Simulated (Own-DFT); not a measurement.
Simulation results for Si2SnGe13 (diamond-structure random alloy, atoms displaced)

A calculation, not a measurement: plane-wave density functional theory by an unreviewed code, no spin, of a simulated periodic cell, stress positive in tension, run twice, with PBE and with PBEsol, both on files made for PBE, so the change isn't that of files made for PBEsol, forces on such cells moved up to 12 meV/angstrom on a denser k mesh; the far tail of each file's local potential was reset to the Coulomb form; each entry is a single point on an unrelaxed cell, so the pressure reflects the starting lattice, mostly measured values (interpolated for alloys), from which strain is counted, and rises with the displacements; printed positions are rounded, which can move forces by about a meV/angstrom; the program, named Own-DFT, is a retired in-house code; no spin-orbit coupling; stress was not checked against mesh or cutoff. Program: Own-DFT development build.

```cif
# cell vector a (Å): 11.3631 0.0000 0.0000
# cell vector b (Å): 0.0000 11.3631 0.0000
# cell vector c (Å): 0.0000 0.0000 11.3631
data_Si2SnGe13
_symmetry_space_group_name_H-M 'P 1'
_symmetry_Int_Tables_number 1
_cell_length_a 11.3631
_cell_length_b 11.3631
_cell_length_c 11.3631
_cell_angle_alpha 90.000
_cell_angle_beta 90.000
_cell_angle_gamma 90.000
_cell_volume 1467.20
loop_
_atom_site_label
_atom_site_type_symbol
_atom_site_fract_x
_atom_site_fract_y
_atom_site_fract_z
_atom_site_occupancy
Ge1 Ge 0.00229 0.00085 0.99960 1
Ge2 Ge 0.99975 0.24565 0.25092 1
Ge3 Ge 0.24881 0.00400 0.25812 1
Ge4 Ge 0.25007 0.24841 0.99744 1
Ge5 Ge 0.12448 0.12189 0.12320 1
Sn1 Sn 0.12202 0.37844 0.37834 1
Si1 Si 0.37841 0.12644 0.37497 1
Ge6 Ge 0.37807 0.37325 0.12652 1
Ge7 Ge 0.00089 0.99989 0.49911 1
Ge8 Ge 0.00217 0.25352 0.75055 1
Ge9 Ge 0.24621 0.00428 0.74959 1
Ge10 Ge 0.25113 0.24987 0.50354 1
Si2 Si 0.12718 0.12240 0.61932 1
Ge11 Ge 0.12617 0.37619 0.87755 1
Ge12 Ge 0.37737 0.12702 0.87543 1
Ge13 Ge 0.37755 0.37910 0.62706 1
Ge14 Ge 0.99975 0.50614 0.00008 1
Ge15 Ge 0.99725 0.74745 0.24851 1
Ge16 Ge 0.24905 0.50280 0.25388 1
Ge17 Ge 0.25424 0.74808 0.00004 1
Ge18 Ge 0.12296 0.62604 0.12967 1
Ge19 Ge 0.12235 0.87522 0.37404 1
Ge20 Ge 0.37683 0.62383 0.37755 1
Ge21 Ge 0.37362 0.87855 0.11996 1
Ge22 Ge 0.99426 0.49779 0.50086 1
Ge23 Ge 0.99851 0.74645 0.74739 1
Ge24 Ge 0.24888 0.50213 0.75299 1
Ge25 Ge 0.25189 0.74703 0.50214 1
Ge26 Ge 0.12683 0.62624 0.62626 1
Ge27 Ge 0.12237 0.87986 0.87226 1
Si3 Si 0.37594 0.62787 0.87424 1
Ge28 Ge 0.37606 0.87327 0.62325 1
Ge29 Ge 0.49898 0.99854 0.00279 1
Ge30 Ge 0.49773 0.25417 0.25239 1
Sn2 Sn 0.75138 0.99720 0.25371 1
Ge31 Ge 0.75058 0.25544 0.99896 1
Ge32 Ge 0.62668 0.12854 0.12814 1
Ge33 Ge 0.62837 0.37484 0.37657 1
Ge34 Ge 0.87143 0.12484 0.37704 1
Sn3 Sn 0.87374 0.37567 0.12906 1
Ge35 Ge 0.49495 0.99924 0.50330 1
Ge36 Ge 0.50468 0.25105 0.74979 1
Ge37 Ge 0.75087 0.00375 0.75030 1
Ge38 Ge 0.75313 0.24951 0.49935 1
Ge39 Ge 0.62061 0.12695 0.62791 1
Ge40 Ge 0.62353 0.37624 0.87290 1
Ge41 Ge 0.87114 0.13030 0.87597 1
Ge42 Ge 0.87246 0.37315 0.62931 1
Ge43 Ge 0.49959 0.49981 0.99840 1
Si4 Si 0.49948 0.75112 0.24834 1
Sn4 Sn 0.74803 0.49938 0.25044 1
Si5 Si 0.74643 0.74862 0.99659 1
Si6 Si 0.62438 0.62385 0.13106 1
Ge44 Ge 0.62542 0.87066 0.37657 1
Si7 Si 0.87075 0.62338 0.37594 1
Ge45 Ge 0.87153 0.87356 0.12444 1
Si8 Si 0.50198 0.50175 0.50128 1
Ge46 Ge 0.50014 0.74915 0.75286 1
Ge47 Ge 0.75105 0.50257 0.74803 1
Ge48 Ge 0.74963 0.75000 0.49828 1
Ge49 Ge 0.62813 0.62500 0.62445 1
Ge50 Ge 0.62354 0.88152 0.87604 1
Ge51 Ge 0.87015 0.62348 0.87733 1
Ge52 Ge 0.87456 0.87603 0.62709 1
_calc_functional 'PBE, then PBEsol'
_calc_potential_files 'PseudoDojo norm-conserving, scalar-relativistic, standard set'
_calc_wave_cutoff 49  # hartree
_calc_occupations 'Fermi-Dirac'
_calc_smearing_width 0.1  # eV
_calc_k_mesh '3 x 3 x 3 centred on Gamma'
_calc_PBE_pressure 4.2  # GPa
_calc_PBE_stress_xx -4.19  # GPa
_calc_PBE_stress_yy -4.23  # GPa
_calc_PBE_stress_zz -4.18  # GPa
_calc_PBE_stress_yz -0.27  # GPa
_calc_PBE_stress_xz 0.27  # GPa
_calc_PBE_stress_xy 0.24  # GPa
_calc_PBEsol_pressure 1.37  # GPa
_calc_PBEsol_stress_xx -1.35  # GPa
_calc_PBEsol_stress_yy -1.4  # GPa
_calc_PBEsol_stress_zz -1.35  # GPa
_calc_PBEsol_stress_yz -0.26  # GPa
_calc_PBEsol_stress_xz 0.26  # GPa
_calc_PBEsol_stress_xy 0.23  # GPa
_calc_rms_change_of_force_components_from_PBE_to_PBEsol 0.036  # eV/angstrom
```

Force:
| force element | PBE force x (eV/Å) | PBE force y (eV/Å) | PBE force z (eV/Å) | PBEsol force x (eV/Å) | PBEsol force y (eV/Å) | PBEsol force z (eV/Å) |
| --- | --- | --- | --- | --- | --- | --- |
| Ge | -0.838 | -0.13 | -0.055 | -0.803 | -0.121 | -0.051 |
| Ge | 0.23 | -1.378 | 0.058 | 0.216 | -1.334 | 0.057 |
| Ge | 0.464 | -0.089 | -0.648 | 0.406 | -0.118 | -0.668 |
| Ge | 0.118 | 0.158 | 0.568 | 0.115 | 0.151 | 0.548 |
| Ge | 0.293 | 0.286 | 0.382 | 0.276 | 0.276 | 0.371 |
| Sn | 0.363 | -0.899 | -0.29 | 0.351 | -0.871 | -0.281 |
| Si | -0.325 | 0.139 | 0.411 | -0.319 | 0.138 | 0.403 |
| Ge | -0.826 | 0.52 | -0.29 | -0.792 | 0.5 | -0.279 |
| Ge | -0.113 | 0.23 | 0.346 | -0.143 | 0.19 | 0.298 |
| Ge | 0.312 | -0.787 | -0.334 | 0.262 | -0.729 | -0.292 |
| Ge | 0.43 | -0.085 | -0.399 | 0.445 | -0.119 | -0.348 |
| Ge | 0.979 | -0.897 | 0.372 | 0.952 | -0.807 | 0.357 |
| Si | -0.322 | 0.425 | 0.578 | -0.314 | 0.415 | 0.564 |
| Ge | -0.168 | 0.279 | -0.008 | -0.164 | 0.272 | -0.013 |
| Ge | -0.007 | -0.268 | -0.268 | -0.011 | -0.26 | -0.254 |
| Ge | 0.099 | -0.013 | -0.146 | 0.062 | -0.046 | -0.108 |
| Ge | 0.723 | 0.045 | -0.447 | 0.7 | 0.041 | -0.43 |
| Ge | -0.444 | 0.132 | 0.588 | -0.395 | 0.155 | 0.535 |
| Ge | 1.11 | 0.439 | -1.182 | 1.07 | 0.431 | -1.141 |
| Ge | -0.666 | 0.147 | -0.34 | -0.673 | 0.183 | -0.29 |
| Ge | 0.614 | 0.083 | -0.552 | 0.587 | 0.081 | -0.531 |
| Ge | 0.216 | -0.53 | 0.203 | 0.206 | -0.504 | 0.196 |
| Ge | 0.567 | 0.263 | -0.309 | 0.476 | 0.259 | -0.299 |
| Ge | -0.07 | -0.454 | 1.33 | -0.087 | -0.414 | 1.25 |
| Ge | -1.099 | 1.671 | 1.172 | -1.035 | 1.584 | 1.162 |
| Ge | -0.092 | 0.368 | 0.562 | -0.085 | 0.361 | 0.538 |
| Ge | 0.489 | 0.138 | 0.137 | 0.442 | 0.103 | 0.1 |
| Ge | -0.253 | 0.419 | -0.399 | -0.242 | 0.402 | -0.38 |
| Ge | -0.422 | -0.469 | -0.278 | -0.407 | -0.452 | -0.263 |
| Ge | 0.275 | -0.861 | 0.107 | 0.266 | -0.822 | 0.105 |
| Si | -0.051 | -0.437 | 0.162 | -0.051 | -0.429 | 0.157 |
| Ge | -0.541 | 0.046 | 0.771 | -0.52 | 0.045 | 0.739 |
| Ge | 0.315 | 0.901 | -0.075 | 0.3 | 0.87 | -0.079 |
| Ge | 0.364 | -0.641 | 0.312 | 0.389 | -0.587 | 0.261 |
| Sn | -0.576 | 0.146 | -0.332 | -0.555 | 0.146 | -0.319 |
| Ge | -1.282 | -1 | -0.755 | -1.24 | -0.977 | -0.737 |
| Ge | -0.926 | 0.627 | -0.955 | -0.9 | 0.611 | -0.929 |
| Ge | -1.668 | -0.72 | 1.487 | -1.585 | -0.732 | 1.409 |
| Ge | 1.577 | 0.748 | 0.83 | 1.533 | 0.728 | 0.805 |
| Sn | 2.241 | -1.344 | -1.841 | 2.177 | -1.315 | -1.796 |
| Ge | 0.513 | 0.267 | -0.709 | 0.524 | 0.224 | -0.648 |
| Ge | -0.781 | 0.301 | 0.202 | -0.751 | 0.292 | 0.197 |
| Ge | -0.161 | -0.061 | -0.025 | -0.161 | -0.053 | -0.019 |
| Ge | -0.608 | -0.021 | 0.571 | -0.587 | -0.018 | 0.546 |
| Ge | 0.645 | -0.359 | -0.696 | 0.626 | -0.345 | -0.663 |
| Ge | 0.382 | 0.254 | 0.08 | 0.37 | 0.239 | 0.079 |
| Ge | 0.65 | -0.271 | -0.022 | 0.626 | -0.257 | -0.022 |
| Ge | 0.176 | 0.164 | -0.253 | 0.173 | 0.165 | -0.247 |
| Ge | 0.026 | 0.657 | 0.269 | 0.028 | 0.567 | 0.261 |
| Si | -0.039 | -0.164 | -0.106 | -0.078 | -0.12 | -0.065 |
| Sn | -1.247 | 2.044 | 1.506 | -1.21 | 1.89 | 1.475 |
| Si | -0.399 | 0.034 | 0.739 | -0.359 | 0.065 | 0.689 |
| Si | -1.244 | 1.68 | -1.765 | -1.212 | 1.573 | -1.735 |
| Ge | -1.66 | -0.621 | 0.609 | -1.568 | -0.577 | 0.627 |
| Si | 1.221 | 1.057 | 0.949 | 1.201 | 1.036 | 0.935 |
| Ge | 0.999 | -1.192 | -1.566 | 1.005 | -1.127 | -1.48 |
| Si | 0.135 | -0.29 | -0.022 | 0.132 | -0.285 | -0.021 |
| Ge | 0.118 | 0.097 | -0.134 | 0.146 | 0.133 | -0.167 |
| Ge | -0.298 | -0.419 | 0.296 | -0.288 | -0.409 | 0.286 |
| Ge | 0.484 | -0.169 | 0.192 | 0.43 | -0.13 | 0.216 |
| Ge | -0.585 | 0.043 | -0.148 | -0.528 | 0.073 | -0.111 |
| Ge | 0.388 | -0.769 | 0.01 | 0.343 | -0.713 | -0.018 |
| Ge | 0.203 | 0.607 | -0.165 | 0.236 | 0.548 | -0.199 |
| Ge | -0.006 | -0.076 | -0.286 | -0.006 | -0.076 | -0.28 |
